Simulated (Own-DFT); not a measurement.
# Stretching a layer in its plane: diamond-structure SiGeSn with randomly placed atoms, 64 atoms (Ge48Si8Sn8)

Calculated, not measured: single-point runs of Own-DFT, a retired in-house plane-wave DFT program that no person has reviewed, on unrelaxed cells, without spin or spin-orbit coupling.

Settings: PBE; PseudoDojo norm-conserving scalar-relativistic files; cutoff 49 hartree; 3 x 3 x 3 k mesh centred on Gamma; Fermi-Dirac smearing of 0.1 eV.

Limits: forces on such cells moved up to 12 meV/angstrom on a denser k mesh; stress not checked against mesh or cutoff.

Unstrained cell vectors in Å: (11.467, 0.000, 0.000); (0.000, 11.467, 0.000); (0.000, 0.000, 11.467). The unstrained cell has measured lattice constants (interpolated for alloys), not those of this functional. That, the random moves and any unrelaxed bonds set the pressure at no strain. Each run strains x and y alike by e, as a substrate would, and holds the height along z. All atoms carry random offsets, Gaussian with a width of 0.05 Å per axis. The random placing of the alloy's atoms differs from row to row. Stress is positive in tension.

| e (%) | u (Å) | (s_xx + s_yy)/2 (GPa) | s_zz (GPa) |
|---|---|---|---|
| -2.25 | 0.050 | -9.22 | -7.91 |
| -2.00 | 0.047 | -8.86 | -7.79 |
| -1.50 | 0.051 | -8.21 | -7.24 |
| -1.00 | 0.047 | -6.63 | -5.93 |
| -0.50 | 0.051 | -6.14 | -5.97 |
| -0.25 | 0.048 | -5.47 | -5.15 |
| 0.25 | 0.045 | -4.56 | -4.90 |
| 1.25 | 0.051 | ? | ? |
| 2.75 | 0.045 | -0.76 | -2.14 |
| 3.00 | 0.050 | -0.22 | -1.90 |

## What the rows give

With e as a fraction, the in-plane stress is -5.1 + 177 e - 579 e² GPa (errors 5 and 268, scatter 0.21), and s_zz is -5.1 + 120 e - 487 e² GPa (slope ± 6, scatter 0.25). At e = 0 the first slope is C11 + C12 and the second 2 C12, both with the ions held to the strained lattice and at the cell's own pressure. A free layer would change its height as e changes, and the in-plane slope would drop by 2 C12²/C11 to the biaxial modulus. At fixed height, a misfit of 1 % moves the in-plane stress by about 1.8 GPa and s_zz by 1.2 GPa.

## Withheld run

The question: what are the two stresses at e = 1.25 %?

From the fit: -3.0 and -3.6 GPa. The hidden result is -3.07 and -3.71 GPa.
